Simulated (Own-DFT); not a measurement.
# Reading a pressure off an energy slope: monoclinic HfO2, 94 atoms (Hf32O62), with two O vacancies

These are calculations. Each geometry was run twice at fixed positions with Own-DFT, a retired in-house plane-wave program that no person has reviewed: with PBE, and with HSE06 (exact exchange share 0.25 at short range, screening 0.11 per bohr, Gygi-Baldereschi treatment of its divergence). Both used PseudoDojo norm-conserving files made for PBE, a cutoff of 48 hartree, the Gamma point alone, fixed occupations, a neutral cell and no spin. With Gamma alone and a thickness of 10.1 Å, finite-size errors remain in every number. The hafnium file keeps the 4f electrons in the core, and its forces lie about 75 meV/Å off all-electron values. The oxygen file's force components were 24 meV/Å off all-electron values in a glass.

Unstrained cell vectors in Å: (10.234, 0.000, 0.000); (0.000, 10.350, 0.000); (-1.695, 0.000, 10.445), volume V0 = 1106.4 Å³, from measured lattice constants. Each geometry has its own random strain of a few per cent, its own defect sites and random moves of rms u per axis. HSE06 gave the energy alone. D is its energy less that of PBE, over the lowest D shown. The PBE stress wasn't checked against mesh or cutoff.

```
run,V - V0 (Å³),u (Å),P with PBE (GPa),D (eV)
1,-56.2,0.0292,18.20,0.000
2,14.0,0.0479,1.68,1.981
3,8.6,0.0308,2.21,1.668
4,-27.2,0.0309,11.13,0.720
5,-40.0,0.0467,13.97,0.640
6,35.2,0.0290,-3.84,2.315
7,-23.9,0.0512,11.66,1.108
8,44.2,0.0498,-3.19,2.708
9,-46.3,0.0328,15.33,0.342
10,-45.1,0.0285,14.28,0.352
11,-19.7,0.0310,8.75,0.964
12,-29.6,0.0505,11.91,0.917
13,11.8,0.0503,3.60,1.986
14,-16.9,0.0274,8.16,?
```

## Worked fit

D = 1.31 + 0.0247 (V - V0) + 140 u² eV, with an error of 0.0003 on the volume slope, 12 on the last term and a scatter of 0.03 eV. Pressure is -dE/dV, and 1 eV/Å³ is 160.2 GPa, so HSE06 changes the pressure by -4.0 ± 0.05 GPa. With the ions held to the strained lattice, the PBE pressure falls by 250 ± 7 GPa per unit of volume strain; the shape of the strain isn't fitted, so the true error is larger, and a relaxed crystal would be softer. On that slope HSE06's volume at a given pressure is about 1.6 % smaller, or 0.5 % in lengths. At u = 0 and V0 the PBE pressure is 3.8 GPa, which puts the zero-pressure volume, against the measured cell and with the defects in, at +1.5 % for PBE and -0.1 % for HSE06, each good to a few tenths of a per cent.

## Check

Asked: what D should run 14 give?

From the fit: 1.00 eV, with rows scattering by 0.03. The hidden result is 1.041 eV.
